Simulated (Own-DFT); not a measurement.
# A change of arrangement and its cost: Ge32Si32, 64 atoms

These are calculations, not measurements. The program, named Own-DFT, is a retired in-house plane-wave density functional code that no person has reviewed. Each row is one single-point run on a periodic cell that was not relaxed, without spin or spin-orbit coupling.

Settings of every run: PBEsol; PseudoDojo norm-conserving scalar-relativistic files, made for PBE; cutoff 42 hartree; 3 x 3 x 3 k mesh centred on Gamma; Fermi-Dirac smearing of 0.1 eV.

Known limits, some of them of some rows only: not probed for a lower state with spin; forces on such cells passed a denser k mesh, each cell not checked; stress not checked against mesh or cutoff.

All cells hold the same atoms in the same cell, with vectors in Å (11.089, 0.000, 0.000); (0.000, 11.089, 0.000); (0.000, 0.000, 11.089). Every atom was moved at random from its ideal site; u is the rms move along one axis. The random placing of the alloy's atoms differs from row to row. E is the free energy of the cell above the lowest run. The arrangements:

- A: diamond-structure SiGe in clusters
- B: diamond-structure SiGe in ordered layers
- C: diamond-structure SiGe with randomly placed atoms

| arrangement | u (Å) | E (eV) | P (GPa) |
|---|---|---|---|
| A | 0.0273 | 0.431 | 0.67 |
| A | 0.0298 | 0.327 | 0.67 |
| A | 0.0301 | 0.650 | 0.73 |
| A | 0.0580 | 3.501 | 1.26 |
| A | 0.0596 | 4.349 | 1.47 |
| A | 0.0609 | 3.884 | 1.41 |
| B | 0.0294 | 0.281 | 0.62 |
| B | 0.0307 | 0.545 | 0.66 |
| B | 0.0307 | 0.671 | 0.71 |
| B | 0.0560 | 3.062 | 1.22 |
| B | 0.0579 | 3.611 | 1.25 |
| B | 0.0591 | 3.440 | 1.21 |
| C | 0.0268 | 0.106 | 0.49 |
| C | 0.0301 | 0.000 | 0.45 |
| C | 0.0316 | 0.207 | 0.48 |
| C | 0.0608 | 2.915 | 1.03 |
| C | 0.0613 | 3.978 | 1.28 |
| C | 0.0637 | 4.047 | 1.22 |

Question: once the cost of the random moves is taken out, how do the arrangements rank?

## Worked answer

Fit E = a + b u², with one b for all and one a for each arrangement, and with residuals divided by u², since the noise grows with the moves. Then b = 1205 eV/Å², the scatter at u = 0.04 Å is 0.23 eV, and against A:

- B: -0.08 ± 0.10 eV (not told apart from A)
- C: -0.38 ± 0.10 eV (lower)

These are energies of unrelaxed cells. Relaxing the atoms lowers the strained arrangements most, so the gaps would shrink and small ones could change sign.
